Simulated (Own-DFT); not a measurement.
## Calculated data, AlGa3N4 (wurtzite random alloy, strained, atoms displaced), Al3GaN4 (wurtzite random alloy, strained, atoms displaced)

Computed with Own-DFT development build. A calculation, not a measurement: plane-wave PBE density functional theory by an unreviewed code, no spin, of a simulated periodic cell, stress positive in tension, free energy of the whole cell less one offset for each atom, forces on such cells passed a denser k mesh, this cell's mesh not checked; offsets are fitted by least squares, one for each functional and potential file, so energies compare only between cells with the same atoms and settings and are not formation energies; the far tail of each file's local potential was reset to the Coulomb form; each entry is a single point on an unrelaxed cell, so the pressure reflects the starting lattice, mostly measured values, from which strain is counted, and rises with the displacements; printed positions are rounded, which can move forces by about a meV/angstrom; the program is a retired in-house code; no spin-orbit coupling.

Common to all runs: functional PBE; k mesh 4 x 4 x 3 centred on Gamma.

(1) AlGa3N4 (wurtzite random alloy, strained, atoms displaced)

```cif
# cell vector a (Å): 9.5092 0.0000 0.0000
# cell vector b (Å): -4.7546 8.2353 0.0412
# cell vector c (Å): 0.0000 0.0513 10.2685
data_AlGa3N4
_symmetry_space_group_name_H-M 'P 1'
_symmetry_Int_Tables_number 1
_cell_length_a 9.5092
_cell_length_b 9.5094
_cell_length_c 10.2686
_cell_angle_alpha 89.504
_cell_angle_beta 90.000
_cell_angle_gamma 119.999
_cell_volume 804.12
loop_
_atom_site_label
_atom_site_type_symbol
_atom_site_fract_x
_atom_site_fract_y
_atom_site_fract_z
_atom_site_occupancy
Ga1 Ga 0.10860 0.22386 0.99744 1
Ga2 Ga 0.22027 0.10341 0.24878 1
N1 N 0.11799 0.23207 0.18733 1
N2 N 0.21426 0.10681 0.43907 1
Ga3 Ga 0.11393 0.22598 0.50142 1
Ga4 Ga 0.22393 0.10855 0.75168 1
N3 N 0.10613 0.22607 0.68902 1
N4 N 0.21493 0.10984 0.93425 1
Ga5 Ga 0.11206 0.56365 0.00298 1
Ga6 Ga 0.20644 0.43492 0.24744 1
N5 N 0.11634 0.55387 0.18688 1
N6 N 0.21387 0.43686 0.42300 1
Ga7 Ga 0.11545 0.56027 0.49952 1
Ga8 Ga 0.22799 0.44744 0.75775 1
N7 N 0.11204 0.54842 0.68623 1
N8 N 0.22593 0.44602 0.94001 1
Al1 Al 0.11826 0.88356 0.99182 1
Ga9 Ga 0.22093 0.77428 0.24833 1
N9 N 0.11931 0.88307 0.18494 1
N10 N 0.22794 0.77515 0.43882 1
Ga10 Ga 0.11617 0.89035 0.49929 1
Ga11 Ga 0.22745 0.78275 0.75636 1
N11 N 0.11355 0.88018 0.68313 1
N12 N 0.21933 0.76756 0.93842 1
Al2 Al 0.44906 0.22170 0.00846 1
Ga12 Ga 0.55386 0.11369 0.25133 1
N13 N 0.44475 0.21344 0.18982 1
N14 N 0.56027 0.11279 0.43918 1
Al3 Al 0.44357 0.22010 0.49688 1
Ga13 Ga 0.56006 0.11489 0.75359 1
N15 N 0.45492 0.21880 0.69357 1
N16 N 0.56521 0.11558 0.94124 1
Ga14 Ga 0.44628 0.55355 0.99396 1
Ga15 Ga 0.53748 0.42683 0.25386 1
N17 N 0.43688 0.55075 0.19336 1
N18 N 0.55644 0.44293 0.44400 1
Ga16 Ga 0.44748 0.54558 0.49408 1
Ga17 Ga 0.55455 0.44660 0.75116 1
N19 N 0.44448 0.54961 0.68629 1
N20 N 0.55823 0.44535 0.93539 1
Ga18 Ga 0.44833 0.89156 0.00116 1
Ga19 Ga 0.55087 0.77479 0.24368 1
N21 N 0.45008 0.89527 0.19519 1
N22 N 0.55532 0.77557 0.44475 1
Ga20 Ga 0.45735 0.89400 0.49341 1
Al4 Al 0.54170 0.77277 0.76086 1
N23 N 0.43722 0.89515 0.69129 1
N24 N 0.55480 0.78386 0.94719 1
Ga21 Ga 0.77660 0.22658 0.99301 1
Ga22 Ga 0.89003 0.11071 0.25440 1
N25 N 0.77633 0.22061 0.18392 1
N26 N 0.89081 0.11493 0.44159 1
Ga23 Ga 0.77398 0.22799 0.50028 1
Ga24 Ga 0.89230 0.10514 0.74331 1
N27 N 0.78656 0.21812 0.68692 1
N28 N 0.89060 0.11723 0.93052 1
Al5 Al 0.78647 0.55440 0.99940 1
Al6 Al 0.88056 0.44633 0.25165 1
N29 N 0.76848 0.55630 0.19548 1
N30 N 0.88395 0.44234 0.43140 1
Ga25 Ga 0.77928 0.56206 0.49298 1
Al7 Al 0.88049 0.44272 0.75299 1
N31 N 0.77323 0.55872 0.68909 1
N32 N 0.88006 0.44627 0.93630 1
Al8 Al 0.78180 0.89346 0.99270 1
Al9 Al 0.88541 0.76254 0.24652 1
N33 N 0.77872 0.88728 0.18805 1
N34 N 0.89088 0.76703 0.44034 1
Ga26 Ga 0.77502 0.88836 0.49863 1
Ga27 Ga 0.89069 0.77747 0.75266 1
N35 N 0.77584 0.89046 0.69064 1
N36 N 0.87968 0.76885 0.93288 1
```

- potential files: PseudoDojo norm-conserving, scalar-relativistic, standard set with the stringent files for Ga
- wave cutoff: 96 hartree
- occupations: Gaussian
- smearing width: 0.01 eV
- free energy of cell above offsets: -8.711 eV
- pressure: 7.1 GPa
- stress xx: -5.56 GPa
- stress yy: -8.24 GPa
- stress zz: -7.49 GPa
- stress yz: 1.44 GPa
- stress xz: -0.32 GPa
- stress xy: 1.19 GPa

Force:
```csv
element,x (eV/Å),y (eV/Å),z (eV/Å)
Ga,-0.074,-0.238,0.313
Ga,-1.08,0.198,-0.076
N,0.274,-3.473,-0.857
N,1.827,1.117,-0.181
Ga,-0.7,-0.088,0.068
Ga,-0.195,0.326,-1.422
N,2.53,0.035,-0.144
N,2.087,-0.81,1.909
Ga,0.453,-2.913,-0.102
Ga,1.58,1.687,-0.62
N,-3.073,0.298,0.069
N,0.721,1.007,3.404
Ga,0.045,-1.345,0.019
Ga,-0.784,-0.655,-1.584
N,-1.434,0.572,1.198
N,-0.844,0.39,0.53
Al,-1.792,0.652,0.77
Ga,1.338,-0.276,0.887
N,-2.434,-0.091,-1.189
N,-0.261,1.126,-0.495
Ga,0.084,-1.209,-0.258
Ga,-0.416,-1.765,-1.873
N,-1.081,1.056,1.39
N,-0.241,2.849,0.414
Al,-0.595,0.209,-2.111
Ga,2.219,-0.544,0.24
N,-1.501,0.551,-0.869
N,-1.836,0.606,-0.13
Al,0.156,-0.431,1.274
Ga,1.42,-0.588,-0.353
N,-2.368,0.947,-1.98
N,-2.84,-0.622,0.186
Ga,0.152,0.136,1.806
Ga,0.02,2.102,-0.25
N,0.456,-0.254,-0.931
N,0.574,-2.12,-0.926
Ga,-2.663,1.191,0.598
Ga,0.735,-0.808,-0.49
N,-0.886,1.632,0.516
N,0.908,-0.863,2.011
Ga,-0.698,0.482,0.997
Ga,1.031,-0.156,0.929
N,-0.727,-0.7,-1.072
N,0.55,-0.734,-1.316
Ga,-1.44,-0.829,1.426
Al,0.909,0.778,-1.923
N,2.657,-0.713,-0.028
N,1.457,-0.582,-1.513
Ga,1.848,-0.194,1.283
Ga,-0.17,-0.108,-0.735
N,-0.009,1.39,0.711
N,-0.299,-0.448,-0.1
Ga,1.539,-0.144,0.344
Ga,-0.747,0.511,0.53
N,-1.941,1.611,0.677
N,0.036,-1.168,1.14
Al,-2.846,0.475,0.626
Al,1.079,-0.792,-0.986
N,1.245,-1.561,-1.771
N,0.339,0.837,0.281
Ga,0.655,-2.352,1.94
Al,1.069,0.126,-1.607
N,1.559,-0.854,-0.346
N,1.51,0.455,-0.353
Al,0.052,0.087,0.966
Al,-0.638,2.769,0.688
N,1.137,-0.327,-0.777
N,-0.602,3.286,-2.088
Ga,0.958,0.029,0.338
Ga,-0.379,0.038,-1.8
N,-0.683,-1.894,0.235
N,1.068,1.085,2.544
```

(2) Al3GaN4 (wurtzite random alloy, strained, atoms displaced)

```cif
# cell vector a (Å): 9.3703 0.0000 0.0000
# cell vector b (Å): -4.6851 8.1149 0.0000
# cell vector c (Å): 0.0000 0.0000 10.0655
data_Al3GaN4
_symmetry_space_group_name_H-M 'P 1'
_symmetry_Int_Tables_number 1
_cell_length_a 9.3703
_cell_length_b 9.3703
_cell_length_c 10.0655
_cell_angle_alpha 90.000
_cell_angle_beta 90.000
_cell_angle_gamma 120.000
_cell_volume 765.37
loop_
_atom_site_label
_atom_site_type_symbol
_atom_site_fract_x
_atom_site_fract_y
_atom_site_fract_z
_atom_site_occupancy
Ga1 Ga 0.10496 0.21615 0.00054 1
Al1 Al 0.22238 0.11629 0.24877 1
N1 N 0.10946 0.22131 0.19727 1
N2 N 0.21585 0.11531 0.43125 1
Ga2 Ga 0.10589 0.21518 0.50057 1
Al2 Al 0.22095 0.11393 0.74070 1
N3 N 0.11466 0.23027 0.68804 1
N4 N 0.22288 0.10355 0.93921 1
Ga3 Ga 0.11237 0.55901 0.99763 1
Al3 Al 0.22510 0.44196 0.25162 1
N5 N 0.11868 0.55503 0.18715 1
N6 N 0.22285 0.44302 0.43815 1
Ga4 Ga 0.10450 0.55377 0.49671 1
Al4 Al 0.21768 0.44456 0.74396 1
N7 N 0.11909 0.55914 0.69718 1
N8 N 0.22086 0.44317 0.93265 1
Al5 Al 0.09953 0.87572 0.00445 1
Ga5 Ga 0.22303 0.77347 0.25496 1
N9 N 0.11430 0.89375 0.18650 1
N10 N 0.22242 0.76309 0.43939 1
Ga6 Ga 0.10338 0.88554 0.50120 1
Al6 Al 0.22828 0.78812 0.74122 1
N11 N 0.11550 0.88674 0.68801 1
N12 N 0.21802 0.78060 0.95404 1
Ga7 Ga 0.44905 0.21695 0.00820 1
Al7 Al 0.54626 0.10150 0.24894 1
N13 N 0.44473 0.23591 0.18402 1
N14 N 0.56219 0.11695 0.43730 1
Al8 Al 0.44186 0.22567 0.49907 1
Al9 Al 0.56283 0.11069 0.74356 1
N15 N 0.44658 0.22027 0.69600 1
N16 N 0.55429 0.10682 0.93811 1
Al10 Al 0.44626 0.55223 0.00787 1
Al11 Al 0.55895 0.45073 0.24803 1
N17 N 0.44848 0.55762 0.19541 1
N18 N 0.54993 0.44135 0.44247 1
Al12 Al 0.43403 0.55346 0.50334 1
Al13 Al 0.55196 0.44514 0.74323 1
N19 N 0.43111 0.55568 0.69278 1
N20 N 0.55470 0.43940 0.93950 1
Al14 Al 0.44499 0.88439 0.01169 1
Al15 Al 0.54818 0.76983 0.24725 1
N21 N 0.45964 0.89258 0.18346 1
N22 N 0.55429 0.78676 0.43914 1
Al16 Al 0.43926 0.88728 0.51097 1
Al17 Al 0.55429 0.78051 0.74903 1
N23 N 0.44369 0.88158 0.68561 1
N24 N 0.54657 0.77108 0.94834 1
Al18 Al 0.77354 0.21929 0.00702 1
Al19 Al 0.88959 0.11051 0.26026 1
N25 N 0.77318 0.21706 0.19263 1
N26 N 0.88435 0.11211 0.43483 1
Ga8 Ga 0.77543 0.21425 0.49842 1
Al20 Al 0.90319 0.11273 0.74455 1
N27 N 0.78449 0.22279 0.68240 1
N28 N 0.88127 0.09813 0.94624 1
Al21 Al 0.77621 0.55710 0.99591 1
Al22 Al 0.88953 0.44693 0.24944 1
N29 N 0.76873 0.56019 0.19137 1
N30 N 0.88356 0.44813 0.44277 1
Al23 Al 0.78696 0.55900 0.49440 1
Al24 Al 0.88914 0.44392 0.75403 1
N31 N 0.78036 0.56101 0.68286 1
N32 N 0.88302 0.44023 0.94526 1
Al25 Al 0.77968 0.89285 0.00183 1
Ga9 Ga 0.88728 0.76825 0.25323 1
N33 N 0.77975 0.89148 0.18900 1
N34 N 0.87273 0.77105 0.43881 1
Al26 Al 0.77987 0.89208 0.49932 1
Al27 Al 0.88437 0.77758 0.75596 1
N35 N 0.77179 0.88775 0.68898 1
N36 N 0.89420 0.77960 0.93114 1
```

- potential files: PseudoDojo norm-conserving, scalar-relativistic, standard set
- wave cutoff: 42 hartree
- occupations: Fermi-Dirac
- smearing width: 0.1 eV
- free energy of cell above offsets: -16.946 eV
- pressure: 7.56 GPa
- stress xx: -6.02 GPa
- stress yy: -7.39 GPa
- stress zz: -9.27 GPa
- stress yz: -0.54 GPa
- stress xz: 0.16 GPa
- stress xy: 0.71 GPa

Force:
```csv
element,x (eV/Å),y (eV/Å),z (eV/Å)
Ga,1.087,0.473,0.156
Al,0.256,-0.4,-1.147
N,-0.368,0.342,-0.113
N,2.387,-1.165,1.109
Ga,-0.726,1.53,-0.752
Al,1.12,-0.326,2.32
N,0.719,-1.298,0.324
N,-0.907,-0.514,-0.81
Ga,0.526,-0.908,-0.308
Al,-0.279,-0.03,-0.244
N,-0.993,-1.14,1.475
N,-0.457,-0.17,-0.064
Ga,0.934,-1.841,1.665
Al,0.45,0.41,1.78
N,-2.2,0.394,-0.608
N,0.8,-0.116,0.743
Al,0.774,2.354,-0.775
Ga,0.141,0.911,-1.762
N,0.164,-0.136,1.34
N,-0.678,3.57,0.859
Ga,0.455,-0.079,-1.185
Al,0.397,-1.781,2.583
N,-1.891,0.984,0.472
N,1.367,0.89,-2.4
Ga,-1.122,-0.12,-3.32
Al,0.467,1.827,0.239
N,0.683,-1.637,3.909
N,-3.026,-1.87,0.131
Al,0.726,-0.458,0.105
Al,-0.451,0.013,1.251
N,-0.363,-0.046,-1.781
N,1.519,-0.785,-0.413
Al,-0.581,-0.584,-1.546
Al,-0.744,-0.946,1.43
N,-0.81,-0.986,-0.646
N,0.185,1.038,-0.289
Al,1.37,1.095,-0.4
Al,0.179,0.312,0.828
N,2.214,0.396,-0.802
N,-0.209,1.53,-0.589
Al,-0.981,0.355,-3.56
Al,1.461,1.965,1.061
N,-1.492,-0.376,2.831
N,0.364,-1.055,0.321
Al,0.898,0.407,-3.402
Al,0.17,-1.243,1.301
N,-0.45,1.671,1.763
N,1.235,0.488,-1.242
Al,0.363,-0.5,-0.745
Al,-0.366,-0.355,-3.366
N,-0.011,0.877,0.546
N,1.477,-1.415,1.738
Ga,-0.679,1.756,-0.252
Al,-2.54,-0.66,1.58
N,0.225,-0.039,2.515
N,-0.944,2.306,-2.287
Al,-0.299,-0.32,0.2
Al,-0.032,-0.668,-0.398
N,2.423,-2.03,-1.543
N,1.004,-0.913,-1.98
Al,-2.964,-0.766,1.466
Al,-0.062,0.394,-0.55
N,0.069,-0.508,1.092
N,-0.467,-0.275,-0.689
Al,-0.319,-2.306,0.555
Ga,-0.659,2.914,-0.788
N,-0.362,-0.29,0.475
N,1.167,0.982,1.005
Al,-1.619,-0.763,-0.225
Al,0.491,-0.226,-2.477
N,1.23,0.624,0.003
N,-1.443,-0.762,2.287
```

(3) Al3GaN4 (wurtzite random alloy, strained, atoms displaced)

```cif
# cell vector a (Å): 9.3703 0.0000 0.0000
# cell vector b (Å): -4.6851 8.1149 0.0000
# cell vector c (Å): 0.0000 0.0000 10.0655
data_Al3GaN4
_symmetry_space_group_name_H-M 'P 1'
_symmetry_Int_Tables_number 1
_cell_length_a 9.3703
_cell_length_b 9.3703
_cell_length_c 10.0655
_cell_angle_alpha 90.000
_cell_angle_beta 90.000
_cell_angle_gamma 120.000
_cell_volume 765.37
loop_
_atom_site_label
_atom_site_type_symbol
_atom_site_fract_x
_atom_site_fract_y
_atom_site_fract_z
_atom_site_occupancy
Al1 Al 0.11155 0.22327 0.99690 1
Al2 Al 0.23670 0.12111 0.24733 1
N1 N 0.11368 0.22632 0.18059 1
N2 N 0.21735 0.11734 0.44618 1
Al3 Al 0.10831 0.21537 0.50091 1
Al4 Al 0.22055 0.11297 0.75255 1
N3 N 0.11561 0.22756 0.69543 1
N4 N 0.21645 0.11093 0.93954 1
Al5 Al 0.10690 0.55056 0.00232 1
Al6 Al 0.22085 0.44608 0.26514 1
N5 N 0.11282 0.56410 0.18846 1
N6 N 0.22065 0.44762 0.43537 1
Al7 Al 0.11847 0.56208 0.49609 1
Al8 Al 0.21875 0.44485 0.76130 1
N7 N 0.11454 0.55392 0.69407 1
N8 N 0.22680 0.44246 0.94106 1
Al9 Al 0.12257 0.89715 0.00020 1
Al10 Al 0.22088 0.77223 0.24963 1
N9 N 0.11025 0.88413 0.19626 1
N10 N 0.22236 0.77783 0.44861 1
Al11 Al 0.11896 0.89767 0.50484 1
Al12 Al 0.22204 0.77987 0.75651 1
N11 N 0.10312 0.88828 0.68448 1
N12 N 0.22411 0.78061 0.94224 1
Al13 Al 0.44898 0.22440 0.00228 1
Ga1 Ga 0.55360 0.10944 0.24742 1
N13 N 0.45103 0.21597 0.18836 1
N14 N 0.55516 0.11280 0.44665 1
Ga2 Ga 0.42969 0.21228 0.50653 1
Al14 Al 0.55286 0.10882 0.74905 1
N15 N 0.44871 0.22626 0.69489 1
N16 N 0.56089 0.12339 0.93461 1
Ga3 Ga 0.44215 0.56149 0.99770 1
Al15 Al 0.56731 0.44145 0.24433 1
N17 N 0.44438 0.54788 0.18459 1
N18 N 0.56059 0.45330 0.43817 1
Ga4 Ga 0.44381 0.54813 0.50523 1
Al16 Al 0.55829 0.44612 0.74968 1
N19 N 0.44418 0.56158 0.68846 1
N20 N 0.54724 0.43651 0.95006 1
Al17 Al 0.44641 0.89031 0.99324 1
Ga5 Ga 0.57092 0.78499 0.25229 1
N21 N 0.44108 0.88280 0.19189 1
N22 N 0.55896 0.78022 0.43907 1
Al18 Al 0.44784 0.88907 0.50195 1
Al19 Al 0.56154 0.78424 0.75186 1
N23 N 0.43561 0.88402 0.69665 1
N24 N 0.55753 0.77639 0.94311 1
Al20 Al 0.78247 0.22646 0.99013 1
Ga6 Ga 0.88050 0.11077 0.24650 1
N25 N 0.77969 0.22257 0.17740 1
N26 N 0.88599 0.11067 0.44116 1
Ga7 Ga 0.77432 0.22200 0.49539 1
Al21 Al 0.89095 0.10250 0.75681 1
N27 N 0.76760 0.21155 0.69340 1
N28 N 0.89509 0.11425 0.93871 1
Al22 Al 0.78475 0.55880 0.00030 1
Ga8 Ga 0.88704 0.44116 0.25150 1
N29 N 0.78639 0.55726 0.19716 1
N30 N 0.89317 0.44298 0.43971 1
Al23 Al 0.78137 0.56246 0.50021 1
Ga9 Ga 0.89450 0.44634 0.75082 1
N31 N 0.78044 0.56221 0.69310 1
N32 N 0.88544 0.44890 0.93787 1
Al24 Al 0.78242 0.89031 0.00572 1
Al25 Al 0.88840 0.77575 0.25645 1
N33 N 0.77295 0.88758 0.18911 1
N34 N 0.89850 0.77286 0.44347 1
Al26 Al 0.75806 0.89322 0.49586 1
Al27 Al 0.89738 0.79067 0.74309 1
N35 N 0.77312 0.88403 0.68931 1
N36 N 0.90238 0.77550 0.94185 1
```

* potential files: PseudoDojo norm-conserving, scalar-relativistic, standard set
* wave cutoff: 42 hartree
* occupations: Fermi-Dirac
* smearing width: 0.1 eV
* stress yy: —

Questions
1. Al3GaN4 (wurtzite random alloy, strained, atoms displaced) (entry 3): stress yy?

Answers
1. -6.76 GPa

Further results for Al3GaN4 (wurtzite random alloy, strained, atoms displaced) (entry 3):

- free energy of cell above offsets: -17.252 eV
- pressure: 7.53 GPa
- stress xx: -8.46 GPa
- stress zz: -7.36 GPa
- stress yz: 0.25 GPa
- stress xz: 0.42 GPa
- stress xy: -0.98 GPa

Force:
```csv
element,x (eV/Å),y (eV/Å),z (eV/Å)
Al,0.435,0.272,0.48
Al,-2.022,-1.406,0.12
N,0.561,0.034,1.92
N,0.485,-1.466,-2.06
Al,-1.999,1.813,0.876
Al,0.591,0.052,-0.097
N,-0.49,-0.759,-0.729
N,1.409,0.312,0.154
Al,0.324,0.731,-0.227
Al,0.734,0.089,-5.271
N,1.218,-1.731,0.128
N,-0.065,-1.175,3.127
Al,-0.735,-1.056,1.503
Al,0.86,0.39,-1.919
N,0.396,1.101,-0.827
N,-2.658,-0.243,0.008
Al,-0.793,-1.022,1.123
Al,-0.259,1.409,0.804
N,0.091,1.532,-0.513
N,0.551,1.159,-1.105
Al,-0.539,-1.407,-1.487
Al,-0.797,-0.828,-0.885
N,2.314,1.544,1.432
N,0.368,-0.431,-0.066
Al,-0.769,-0.705,-0.687
Ga,1.73,-1.202,0.823
N,-2.003,1.719,-0.281
N,-0.892,-1.495,-1.008
Ga,1.867,2.303,-0.155
Al,-0.202,0.174,0.08
N,-0.903,-0.717,0.563
N,0.311,-1.742,0.728
Ga,1.234,-1.155,1.133
Al,-1.961,0.548,0.536
N,-0.012,0.069,2.434
N,1.316,-1.519,-0.745
Ga,-0.716,0.824,-0.933
Al,-0.207,0.565,0.863
N,0.245,-0.557,2.383
N,1.583,1.628,-1.681
Al,0.131,0.509,1.048
Ga,-3.408,-3.031,-0.444
N,-0.069,0.16,-1.075
N,-2.298,-0.7,0.62
Al,-0.865,-0.347,0.252
Al,-0.907,-1.11,0.258
N,1.132,0.782,-0.741
N,0.29,2.577,-1.187
Al,-0.43,-0.169,0.055
Ga,1.974,0.615,0.163
N,-0.843,0.043,0.138
N,0.928,-0.442,-0.217
Ga,0.522,0.767,1.878
Al,-1.05,1.067,-1.645
N,1.6,0.201,0.147
N,-0.657,-0.803,0.599
Al,-1.379,-0.129,0.373
Ga,1.1,0.075,-0.114
N,-1.551,0.614,-1.762
N,-0.397,1.23,0.977
Al,0.413,-1.272,0.614
Ga,-1.115,-0.631,-0.966
N,-0.399,0.028,-0.622
N,1.627,-0.609,1.403
Al,0.558,-0.504,-1.322
Al,0.678,0.607,-0.145
N,3.541,0.58,-0.656
N,-1.734,1.915,-0.369
Al,4.644,0.409,1.689
Al,-0.962,-2.444,1.352
N,0.125,1.2,-0.422
N,-1.803,1.161,-0.421
```
